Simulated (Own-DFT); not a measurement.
# Hybrid less PBE against volume: alpha-quartz SiO2, 70 atoms (O46Si24), with two O vacancies

These are calculations. Each geometry was run twice at fixed positions with Own-DFT, a retired in-house plane-wave program that no person has reviewed: with PBE, and with HSE06 (exact exchange share 0.25 at short range, screening 0.11 per bohr, Gygi-Baldereschi treatment of its divergence). Both used PseudoDojo norm-conserving files made for PBE, a cutoff of 48 hartree, the Gamma point alone, fixed occupations, a neutral cell and no spin. The unstrained cell is 8.5 Å across at its thinnest, so Gamma alone is coarse and defects feel their images. The oxygen file's force components were 24 meV/Å off all-electron values in a glass.

Unstrained cell vectors in Å: (9.827, 0.000, 0.000); (-4.913, 8.510, 0.000); (0.000, 0.000, 10.810), volume V0 = 904.0 Å³, from measured lattice constants. Each geometry has its own random strain of a few per cent, its own defect sites and random moves of rms u per axis. HSE06 gave the energy alone. D is its energy less that of PBE, over the lowest D shown. The PBE stress wasn't checked against mesh or cutoff.

```
run,V - V0 (Å³),u (Å),P with PBE (GPa),D (eV)
1,24.3,0.0325,3.00,1.485
2,-17.4,0.0317,11.78,0.347
3,-23.7,0.0288,13.11,0.193
4,-28.3,0.0322,15.12,0.000
5,-18.3,0.0307,12.64,0.263
6,-11.4,0.0324,9.89,0.642
7,-4.7,0.0295,8.69,0.730
8,-3.8,0.0313,8.71,0.677
9,-1.5,0.0277,7.86,0.827
10,19.1,0.0289,3.11,1.364
11,-5.6,0.0301,8.62,0.645
12,-1.8,0.0290,7.80,0.821
13,20.5,0.0296,3.42,1.318
14,-14.4,0.0304,11.72,?
```

## Fit

D = 0.83 + 0.0272 (V - V0) eV, with an error of 0.0010 on the volume slope and a scatter of 0.06 eV. Pressure is -dE/dV, and 1 eV/Å³ is 160.2 GPa, so HSE06 changes the pressure by -4.4 ± 0.2 GPa. Turning this into a change of volume would need the relaxed stiffness: quartz yields by tilting its tetrahedra, which these fixed-ion runs don't allow.

## Check

Asked: what D should run 14 give?

From the fit: 0.43 eV, with rows scattering by 0.06. DFT gave 0.427 eV.
